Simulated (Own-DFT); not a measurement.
# How strain changes the stress of diamond-structure SiGeSn with randomly placed atoms, 64 atoms (Ge52Si8Sn4)

Calculated results; nothing here was measured. They come from Own-DFT, an in-house plane-wave density functional program, since retired, whose code no person has reviewed. Each row is one single-point run on a periodic cell that was not relaxed, without spin or spin-orbit coupling.

Settings of every run: PBE; PseudoDojo norm-conserving scalar-relativistic files; cutoff 49 hartree; 3 x 3 x 3 k mesh centred on Gamma; Fermi-Dirac smearing of 0.1 eV.

Known limits: forces on such cells moved up to 12 meV/angstrom on a denser k mesh; stress not checked against mesh or cutoff.

Unstrained cell vectors in Å: (11.363, 0.000, 0.000); (0.000, 11.363, 0.000); (0.000, 0.000, 11.363). The unstrained cell has measured lattice constants (interpolated for alloys), not those of this functional. That, the random moves and any unrelaxed bonds set the pressure at no strain. Each run strains this cell uniformly, with the atoms carried along. Every atom was also moved at random, by a Gaussian of width 0.05 Å on each axis. The random placing of the alloy's atoms differs from row to row. Strain is the symmetric tensor, in per cent. Stress is positive in tension, and the pressure is minus a third of its trace.

| run | e_xx (%) | e_yy (%) | e_zz (%) | s_xx (GPa) | s_yy (GPa) | s_zz (GPa) | P (GPa) | E (meV/atom) |
|---|---|---|---|---|---|---|---|---|
| 1 | 3.00 | 3.00 | 0.00 | 0.00 | 0.18 | -1.66 | 0.49 | 1.3 |
| 2 | -2.00 | -2.00 | 0.00 | -8.51 | -8.37 | -7.08 | 7.99 | 52.8 |
| 3 | -0.25 | -0.25 | 0.00 | -4.96 | -5.05 | -4.91 | 4.97 | 23.9 |
| 4 | 0.75 | 0.75 | 0.00 | -3.18 | -3.13 | -3.77 | 3.36 | 6.5 |
| 5 | -1.00 | -1.00 | 0.00 | -6.56 | -6.39 | -5.87 | 6.27 | 38.7 |
| 6 | 1.50 | 1.50 | 0.00 | -2.06 | -1.91 | -2.96 | 2.31 | 0.0 |
| 7 | 2.25 | 2.25 | 0.00 | -0.98 | -1.03 | -2.34 | 1.45 | 3.7 |
| 8 | -2.25 | -2.25 | 0.00 | -8.91 | -8.84 | -7.29 | 8.35 | 52.7 |
| 9 | -0.50 | -0.50 | 0.00 | ? | ? | ? | ? | ? |

E is the free energy for each atom above the lowest run shown.

## Worked fit

The change of volume is close to e_xx + e_yy + e_zz. A straight line through the runs shown gives P = 4.80 - 76 x (fractional change of volume) GPa, with an error of 2 on the slope and a scatter of 0.24 GPa. The strain isn't the same on all axes, but the crystal is cubic, so the slope still estimates the bulk modulus, averaged over pressures from 0.5 to 8.3 GPa.

## Withheld run

Question: what pressure should run 9 give? Its volume changes by -1.00 %.

The line gives 5.6 GPa. The calculation gave 5.40 GPa.
